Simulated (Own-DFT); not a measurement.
# Computed records: Hf₃₆O₇₁ (tetragonal hafnia with one neutral oxygen vacancy, atoms displaced)

All values are calculated (Own-DFT development build). A calculation, not a measurement: plane-wave PBE and HSE06 DFT by an unreviewed code, no spin, of a simulated cell at Gamma alone, so results move with cell size and shape, stress positive in tension, energies less offsets, not probed for a lower state with spin; hafnium file: forces about 75 meV/angstrom off all-electron values; oxygen file: force components 24 meV/angstrom off all-electron in a glass; k mesh not checked against a denser one; forces and stress are PBE's, HSE06 gives the energy alone, and its difference from PBE has offsets of its own; offsets are fitted by least squares, one for each functional and potential file, so energies compare only between cells with the same atoms and settings and are not formation energies; the far tail of each file's local potential was reset to the Coulomb form; each entry is a single point on an unrelaxed cell, so the pressure reflects the starting lattice, taken from the Materials Project, from which strain is counted, and rises with the displacements; printed positions are rounded, which can move forces by about a meV/angstrom; the program is a retired in-house code; no spin-orbit coupling.

Settings shared by all entries: first functional PBE; second functional HSE06; exact exchange share 0.25; screening 0.11 1/bohr; exchange divergence Gygi-Baldereschi; potential files PseudoDojo norm-conserving, scalar-relativistic, made for PBE, standard set; wave cutoff 48 hartree; occupations fixed; k mesh 1 x 1 x 1 centred on Gamma.

(1) Hf₃₆O₇₁ (tetragonal hafnia with one neutral oxygen vacancy, atoms displaced)

```
CELL_PARAMETERS angstrom
10.78000 0.00000 0.00000
0.00000 10.78000 0.00000
0.00000 0.00000 10.44930
ATOMIC_POSITIONS crystal
Hf 0.99302 0.00403 0.99102
Hf 0.17739 0.15688 0.24791
O 0.99162 0.18019 0.14061
O 0.17301 0.01119 0.34080
O 0.99239 0.16449 0.40462
O 0.17079 0.00095 0.08701
Hf 0.99409 0.99397 0.51166
Hf 0.15560 0.15785 0.76246
O 0.99889 0.16339 0.65530
O 0.17393 0.99974 0.85021
O 0.01691 0.15872 0.90015
O 0.17827 0.00425 0.59566
Hf 0.00574 0.32726 0.00316
Hf 0.16675 0.48058 0.23040
O 0.00167 0.49417 0.13905
O 0.16302 0.33459 0.36812
O 0.99846 0.49201 0.39177
O 0.16166 0.34568 0.08987
Hf 0.99824 0.33699 0.49452
Hf 0.16091 0.49953 0.75090
O 0.01133 0.50102 0.65614
O 0.17427 0.32379 0.84490
O 0.01095 0.50358 0.88560
O 0.16560 0.32656 0.60883
Hf 0.01442 0.66237 0.99881
Hf 0.17149 0.83173 0.24423
O 0.99413 0.83543 0.14764
O 0.17376 0.65530 0.34564
O 0.98601 0.82630 0.40458
O 0.17317 0.66936 0.09703
Hf 0.00823 0.67381 0.49384
Hf 0.18314 0.81733 0.74110
O 0.00113 0.83446 0.65740
O 0.17025 0.66854 0.85991
O 0.01158 0.82915 0.91638
O 0.17023 0.67358 0.58803
Hf 0.32749 0.00303 0.99636
Hf 0.49377 0.16881 0.26139
O 0.33664 0.16680 0.14466
O 0.49452 0.00699 0.34337
O 0.33556 0.16847 0.39813
O 0.50552 0.98929 0.09437
Hf 0.33406 0.98942 0.51208
Hf 0.49903 0.17796 0.75398
O 0.32322 0.17042 0.65522
O 0.50588 0.00979 0.85392
O 0.33580 0.17253 0.91176
O 0.50043 0.99276 0.59953
Hf 0.33292 0.33279 0.00516
Hf 0.48182 0.49705 0.26600
O 0.34607 0.51806 0.14205
O 0.49994 0.33288 0.32874
O 0.34629 0.49185 0.40760
O 0.49353 0.34397 0.10584
Hf 0.34269 0.34591 0.49530
Hf 0.49564 0.50724 0.75822
O 0.32870 0.50443 0.64998
O 0.50128 0.32436 0.82611
O 0.33489 0.49916 0.90338
O 0.50431 0.32036 0.60401
Hf 0.32799 0.67154 0.00063
Hf 0.49779 0.83550 0.23860
O 0.32708 0.84584 0.16869
O 0.51347 0.65803 0.34796
O 0.32836 0.83309 0.40970
O 0.50271 0.66622 0.10541
Hf 0.32733 0.65909 0.50252
Hf 0.48376 0.82435 0.75346
O 0.33893 0.83363 0.65882
O 0.49404 0.67500 0.83775
O 0.32179 0.81776 0.90943
O 0.50737 0.65744 0.60294
Hf 0.67808 0.98994 0.99180
Hf 0.82798 0.16678 0.24132
O 0.66770 0.15928 0.14729
O 0.84172 0.99857 0.36051
O 0.68002 0.17282 0.40385
O 0.83126 0.01074 0.08528
Hf 0.67621 0.99160 0.50588
Hf 0.83064 0.16017 0.75312
O 0.67685 0.16050 0.65841
O 0.82772 0.00129 0.85171
O 0.67102 0.16444 0.90702
O 0.82323 0.01912 0.60759
Hf 0.67142 0.34228 0.99475
Hf 0.83666 0.49643 0.24972
O 0.67070 0.51086 0.15841
O 0.82082 0.32522 0.35275
O 0.66021 0.49463 0.40575
O 0.83643 0.33968 0.10116
Hf 0.66354 0.32642 0.49493
Hf 0.83035 0.52219 0.75463
O 0.67049 0.50364 0.66358
O 0.83598 0.33186 0.86115
O 0.66189 0.49021 0.91379
O 0.84047 0.33449 0.58949
Hf 0.66091 0.67142 0.99611
Hf 0.83296 0.83971 0.23994
O 0.65796 0.82701 0.15216
O 0.83270 0.65009 0.33408
O 0.83599 0.65786 0.11293
Hf 0.66455 0.66254 0.51171
Hf 0.83447 0.82886 0.75286
O 0.69031 0.83910 0.64371
O 0.83821 0.65774 0.86035
O 0.66748 0.83094 0.90595
O 0.82409 0.67118 0.59683
```

| Item | Value |
| --- | --- |
| PBE energy of cell above offsets | -81.628 eV |
| HSE06 less PBE above offsets | 0.777 eV |
| PBE pressure | 7.91 GPa |
| PBE stress xx | -6.74 GPa |
| PBE stress yy | -9.59 GPa |
| PBE stress zz | -7.4 GPa |
| PBE stress yz | 0.8 GPa |
| PBE stress xz | -0.08 GPa |
| PBE stress xy | 0.11 GPa |

Force:
```tsv
element	x (eV/Å)	y (eV/Å)	z (eV/Å)
Hf	1.666	-1.706	1.386
Hf	-1.367	2.261	0.652
O	2.183	-1.074	0.54
O	-0.6	-3.933	0.772
O	0.786	-0.756	0.155
O	-2.294	0.343	1.695
Hf	-0.347	3.343	-1.067
Hf	2.306	2.479	-4.094
O	-0.118	-1.301	0.224
O	0.695	-3.18	-0.363
O	-1.353	1.156	0.37
O	-3.357	-1.707	0.733
Hf	-4.025	0.668	-2.12
Hf	-1.193	1.52	2.471
O	1.261	0.51	0.167
O	1.585	0.134	-3.641
O	0.344	2.044	0.241
O	3.353	-0.418	1.853
Hf	0.759	-1.884	1.169
Hf	0.849	-3.664	1.056
O	-2.786	1.555	-1.917
O	-0.475	2.141	1.376
O	-0.042	-0.262	1.853
O	0.148	1.62	-1.388
Hf	-2.909	-0.589	0.906
Hf	-2.622	-0.016	1.896
O	1.645	0.449	0.966
O	-0.074	0.503	-0.021
O	1.157	1.401	-0.374
O	-0.96	0.35	1.482
Hf	-2.655	-3.559	-1.087
Hf	-4.587	2.33	3.242
O	0.418	-0.071	-0.198
O	0.147	-0.611	-2.153
O	-0.904	0.76	-1.768
O	-0.627	0.951	2.344
Hf	3.104	0.931	-0.38
Hf	1.455	-1.94	-3.05
O	-0.7	0.005	0.636
O	0.541	-2.186	0.849
O	0.097	0.487	0.107
O	-1.26	-0.546	-0.214
Hf	2.445	3.818	-2.231
Hf	-0.565	-7.021	-3.833
O	1.848	-0.846	0.81
O	-1.139	-2.87	-0.869
O	0.132	-0.945	-0.436
O	0.676	-0.685	-0.164
Hf	1.377	0.018	-1.001
Hf	5.179	2.259	-3.861
O	-3.805	-1.429	1.25
O	-0.027	-0.64	4.429
O	-0.579	4.321	-2.056
O	0.45	-0.49	-2.152
Hf	-2.754	-7.514	4.689
Hf	0.129	-2.441	-1.71
O	1.129	0.654	-0.123
O	0.042	7.473	5.052
O	0.778	0.592	-0.499
O	-0.654	1.261	-2.21
Hf	2.216	-4.925	2.076
Hf	1.118	0.3	2.223
O	0.994	-0.525	-2.532
O	-1.025	2.734	1.053
O	-0.373	-1.572	0.219
O	-1.07	1.531	-2.217
Hf	2.915	0.224	-2.543
Hf	5.394	6.369	0.023
O	-1.228	-0.73	-2.484
O	0.781	-2.988	3.163
O	1.171	5.159	-2.721
O	-2.589	0.988	0.835
Hf	-4.641	4.138	1.024
Hf	-0.391	1.392	1.889
O	-0.935	0.375	1.192
O	-1.013	-0.78	-1.306
O	-1.805	-3.148	-0.414
O	1.654	-1.245	2.495
Hf	-2.213	0.836	-1.424
Hf	-0.154	3.286	-0.339
O	-2.674	1.007	-0.359
O	1.413	-2.277	-0.234
O	0.103	0.57	-0.368
O	3.715	-1.989	-0.263
Hf	0.879	-5.296	4.296
Hf	-1.682	-1.863	-1.063
O	-1.342	-0.943	-0.3
O	1.125	1.073	-1.589
O	-0.107	0.042	1.445
O	-0.536	-0.385	-0.408
Hf	2.949	1.232	1.175
Hf	1.989	-6.602	-2.64
O	-1.312	0.283	0.519
O	0.293	0.676	-1.151
O	-1.041	5.832	-3.516
O	-1.72	0.311	1.138
Hf	1.277	-2.694	5.014
Hf	-0.839	-2.617	1.585
O	3.186	0.456	-0.406
O	0.1	4.59	3.124
O	0.337	1.604	-3.505
Hf	-0.125	-0.708	-4.386
Hf	0.398	0.353	0.527
O	-2.853	-0.232	0.584
O	-0.696	4.234	1.028
O	0.462	-1.389	-2.359
O	3.977	-0.749	1.507
```

(2) Hf₃₆O₇₁ (tetragonal hafnia with one neutral oxygen vacancy, atoms displaced)

```
CELL_PARAMETERS angstrom
10.78000 0.00000 0.00000
0.00000 10.78000 0.00000
0.00000 0.00000 10.44930
ATOMIC_POSITIONS crystal
Hf 0.00552 0.00050 0.00184
Hf 0.15536 0.16613 0.24405
O 0.99648 0.16959 0.14881
O 0.16068 0.99737 0.35098
O 0.00053 0.16177 0.39549
O 0.16767 0.99798 0.09849
Hf 0.00515 0.00734 0.49495
Hf 0.16719 0.16368 0.74815
O 0.00016 0.16271 0.65493
O 0.16580 0.99936 0.84827
O 0.99350 0.16464 0.90987
O 0.16292 0.00051 0.59727
Hf 0.00009 0.33112 0.00930
Hf 0.16975 0.50485 0.25413
O 0.00032 0.49340 0.14577
O 0.16498 0.32917 0.33929
O 0.00214 0.50156 0.39619
O 0.16720 0.33130 0.10227
Hf 0.99415 0.32843 0.50412
Hf 0.16211 0.49890 0.74731
O 0.00657 0.50537 0.65778
O 0.17032 0.33167 0.84788
O 0.00047 0.49919 0.89609
O 0.16949 0.32589 0.59380
Hf 0.98670 0.66987 0.00287
Hf 0.17152 0.83814 0.24850
O 0.00055 0.83066 0.15400
O 0.16551 0.66981 0.35017
O 0.99370 0.83281 0.40218
O 0.16737 0.66731 0.09900
Hf 0.98994 0.66033 0.49889
Hf 0.16776 0.83607 0.75792
O 0.99794 0.83288 0.64738
O 0.16219 0.66892 0.84609
O 0.00356 0.83498 0.89945
O 0.16044 0.67656 0.59983
Hf 0.32620 0.99652 0.99998
Hf 0.49618 0.17287 0.24354
O 0.32738 0.16815 0.15753
O 0.50058 0.99868 0.34843
O 0.33090 0.16286 0.40628
O 0.50322 0.99439 0.10635
Hf 0.32675 0.99845 0.50122
Hf 0.50489 0.16024 0.75131
O 0.32640 0.16578 0.65504
O 0.49734 0.00265 0.85303
O 0.33966 0.16728 0.90832
O 0.49515 0.00287 0.59660
Hf 0.33937 0.33067 0.00085
Hf 0.50085 0.49869 0.25178
O 0.33355 0.50474 0.15754
O 0.50055 0.33716 0.34697
O 0.33133 0.49776 0.39933
O 0.49495 0.32117 0.09769
Hf 0.32746 0.33186 0.49995
Hf 0.49927 0.49947 0.75400
O 0.33264 0.49171 0.65427
O 0.49953 0.32532 0.84327
O 0.34061 0.50314 0.90398
O 0.49790 0.32852 0.59613
Hf 0.33743 0.66461 0.99332
Hf 0.50519 0.83009 0.24609
O 0.33186 0.83060 0.15661
O 0.49432 0.66365 0.33908
O 0.33466 0.83115 0.40344
O 0.50659 0.66003 0.08872
Hf 0.32904 0.66423 0.49655
Hf 0.49469 0.83186 0.74868
O 0.33353 0.83980 0.65313
O 0.50488 0.66047 0.84586
O 0.33213 0.83658 0.90650
O 0.50313 0.65449 0.60038
Hf 0.67059 0.00133 0.00383
Hf 0.84140 0.16117 0.24976
O 0.66121 0.17556 0.15724
O 0.84800 0.99982 0.34232
O 0.66282 0.17250 0.40010
O 0.82603 0.00151 0.09182
Hf 0.65720 0.00322 0.50819
Hf 0.82586 0.16217 0.75320
O 0.83327 0.00280 0.84911
O 0.66594 0.16553 0.90725
O 0.83481 0.00176 0.60169
Hf 0.66083 0.33522 0.99972
Hf 0.82720 0.49302 0.25086
O 0.66736 0.50283 0.15301
O 0.83288 0.33565 0.34955
O 0.66689 0.49589 0.40004
O 0.83298 0.33462 0.09670
Hf 0.67174 0.32865 0.51248
Hf 0.83130 0.50002 0.74982
O 0.66291 0.49756 0.64826
O 0.82455 0.34152 0.84468
O 0.66532 0.50340 0.90571
O 0.83726 0.33278 0.59709
Hf 0.65852 0.66179 0.99239
Hf 0.83580 0.83169 0.24647
O 0.66020 0.82679 0.15607
O 0.83661 0.66368 0.34700
O 0.67216 0.82950 0.40228
O 0.83984 0.66064 0.10345
Hf 0.67173 0.66583 0.50370
Hf 0.83322 0.83537 0.75353
O 0.67395 0.83721 0.64944
O 0.83084 0.66837 0.84759
O 0.66580 0.84040 0.90053
O 0.83792 0.66802 0.60047
```

| Quantity | Value |
| --- | --- |
| PBE energy of cell above offsets | -97.179 eV |
| HSE06 less PBE above offsets | 0.087 eV |
| PBE pressure | 2.2 GPa |
| PBE stress xx | -2.99 GPa |
| PBE stress yy | -0.87 GPa |
| PBE stress zz | -2.75 GPa |
| PBE stress yz | -0.01 GPa |
| PBE stress xz | 0.93 GPa |
| PBE stress xy | 0.08 GPa |

Force:
```tsv
element	x (eV/Å)	y (eV/Å)	z (eV/Å)
Hf	-1.413	-0.567	-1.001
Hf	2.648	0.947	1.416
O	0.117	-0.658	-0.578
O	0.307	0.641	-0.406
O	-0.209	2.364	-0.027
O	-0.776	0.151	0.49
Hf	-1.482	-3.417	1.039
Hf	-0.169	1.184	0.341
O	-0.587	0.725	-0.292
O	0.206	0.932	1.086
O	0.232	0.192	-0.408
O	0.576	0.072	0.541
Hf	0.744	2.079	-1.207
Hf	-1.056	-0.094	-0.969
O	-0.029	0.075	0.811
O	-0.067	0.234	0.901
O	-0.035	-1.437	1.155
O	0.303	-0.362	-0.942
Hf	2.094	0.644	-1.795
Hf	1.147	0.504	1.658
O	-2.356	-0.828	-1.849
O	-0.1	-0.16	-0.303
O	-0.379	-0.094	0.76
O	-2.157	0.399	0.319
Hf	3.301	-1.455	-0.802
Hf	-0.832	-2.082	0.953
O	-0.018	0.742	-0.838
O	0.527	0.058	-0.118
O	0.022	-0.152	0.158
O	-0.127	-0.051	-0.706
Hf	2.355	2.185	-0.768
Hf	-1.864	-1.954	-2.262
O	0.01	0.438	1.579
O	1.113	-0.439	0.044
O	-0.49	0.518	0.662
O	1.482	-0.8	-0.657
Hf	2.7	1.453	0.808
Hf	-0.05	-1.291	2.158
O	-0.146	-0.408	-0.582
O	0.319	-0.061	0.139
O	0.01	0.31	0.075
O	-0.806	0.429	-1.269
Hf	0.462	0.259	-0.967
Hf	-1.087	0.509	-0.525
O	1.49	-0.432	0.305
O	-0.107	-1.121	-0.919
O	-0.558	-0.864	-0.06
O	0.415	0.228	1.19
Hf	-2.625	0.163	-0.314
Hf	-0.154	0.028	0.413
O	0.605	-0.285	-0.867
O	-0.537	-0.572	-0.314
O	-0.463	0.239	0.665
O	1.028	1.077	-0.119
Hf	1.558	-0.466	-0.69
Hf	-0.756	-1.334	-1.821
O	-0.116	0.462	-0.059
O	0.477	1.259	0.795
O	0.212	-1.008	-0.166
O	0.672	-0.638	0.187
Hf	-1.898	-0.118	2.13
Hf	-1.438	1.574	1.581
O	0.933	0.218	-0.934
O	0.171	0.121	0.829
O	-0.338	0.23	0.381
O	-2.021	0.313	0.487
Hf	-0.585	0.095	0.245
Hf	1.478	0.655	0.157
O	0.28	-0.356	0.462
O	-0.232	2.203	0.2
O	0.411	-1.063	-1.067
O	-0.755	1.174	-0.393
Hf	-2.74	-0.41	-0.513
Hf	-2.955	1.004	0.651
O	1.742	-0.327	-0.614
O	-0.829	0.111	-0.358
O	0.63	-1.12	1.768
O	2.493	-0.06	1.506
Hf	1.247	-0.597	-1.91
Hf	0.756	0.079	-0.18
O	-0.089	-0.371	0.107
O	0.232	0.435	-0.966
O	-0.963	1.189	-0.555
Hf	1.311	-0.767	0.521
Hf	1.421	1.043	-0.265
O	-0.797	-0.632	-0.834
O	0.735	-1.719	0.424
O	0.278	0.639	0.736
O	-0.947	-0.226	-0.051
Hf	-2.276	0.744	-2.324
Hf	0.919	0.653	0.384
O	1.151	-0.209	0.88
O	-0.256	-1.657	-0.019
O	-0.325	-1.573	-1.07
O	-0.356	-0.099	1.225
Hf	2.167	2.207	1.05
Hf	-0.247	-0.702	1.691
O	2.646	-0.048	-1.182
O	-0.379	-0.113	0.167
O	-0.296	0.514	0.439
O	-2.587	0.653	-0.081
Hf	-0.325	-0.186	-1.002
Hf	1.183	0.567	-1.123
O	-2.032	-0.344	0.324
O	-0.036	-0.283	0.326
O	-0.143	-1.13	0.204
O	-1.921	-0.781	0.517
```
